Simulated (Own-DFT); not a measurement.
# One host, several defects: C40 NbSi2

No measurement is shown. These are fixed-geometry runs of a retired plane-wave code named Own-DFT, which no person has reviewed; spin and spin-orbit coupling are neglected.

Common settings: PBE; PseudoDojo norm-conserving scalar-relativistic files; cutoff 42 hartree; 4 x 4 x 5 k mesh centred on Gamma; cold (Marzari-Vanderbilt) smearing of 0.2 eV.

Known weak points: forces on such cells failed a check on a denser k mesh; stress not checked against mesh or cutoff.

All runs share one cell, with vectors in Å (0.000, 8.324, 0.000); (-9.613, 0.000, 0.000); (0.000, 0.000, 6.586) and a volume of 527.0 Å³. Atoms were moved at random from their sites; u is the rms move along one axis. The defect's site can differ from row to row.

| cell | formula | u (Å) | P (GPa) |
|---|---|---|---|
| no defect | Nb12Si24 | 0.0184 | 1.48 |
| no defect | Nb12Si24 | 0.0204 | 1.54 |
| no defect | Nb12Si24 | 0.0522 | 2.82 |
| one Si vacancy | Nb12Si23 | 0.0282 | 0.91 |
| one Si vacancy | Nb12Si23 | 0.0298 | 0.91 |
| one Si vacancy | Nb12Si23 | 0.0465 | 1.99 |
| two Nb on a Si site each | Nb14Si22 | 0.0292 | ? |
| two Nb on a Si site each | Nb14Si22 | 0.0298 | 7.72 |
| two Nb on a Si site each | Nb14Si22 | 0.0469 | 7.92 |
| two Nb on a Si site each | Nb14Si22 | 0.0530 | 8.42 |
| two Si on a Nb site each | Nb10Si26 | 0.0305 | 1.72 |
| two Si on a Nb site each | Nb10Si26 | 0.0474 | 2.07 |
| two Si on a Nb site each | Nb10Si26 | 0.0492 | 2.56 |

## Analysis

P = P0 + c u² + a shift for each defect gives P0 = 1.34 GPa, c = 524 ± 75 GPa/Å² and a scatter of 0.21 GPa. The shifts, and each times the cell's volume:

- two Nb on a Si site each: 5.65 ± 0.19 GPa, 18.6 eV (9.3 eV for each of its 2 sites)
- two Si on a Nb site each: -0.20 ± 0.18 GPa, -0.7 eV (-0.3 eV for each of its 2 sites) (not resolved)
- one Si vacancy: -0.74 ± 0.18 GPa, -2.4 eV

Against the defect-free cell, a freed cell would be larger where the shift is positive and smaller where it is negative (160.2 GPa Å³ is 1 eV). The atoms around the defects weren't relaxed, which would change these numbers.

## Test on the hidden row

Asked: what pressure belongs in the blank (two Nb on a Si site each, u = 0.0292 Å)?

The fit gives 7.44 ± 0.26 GPa. The hidden result is 7.55 GPa.
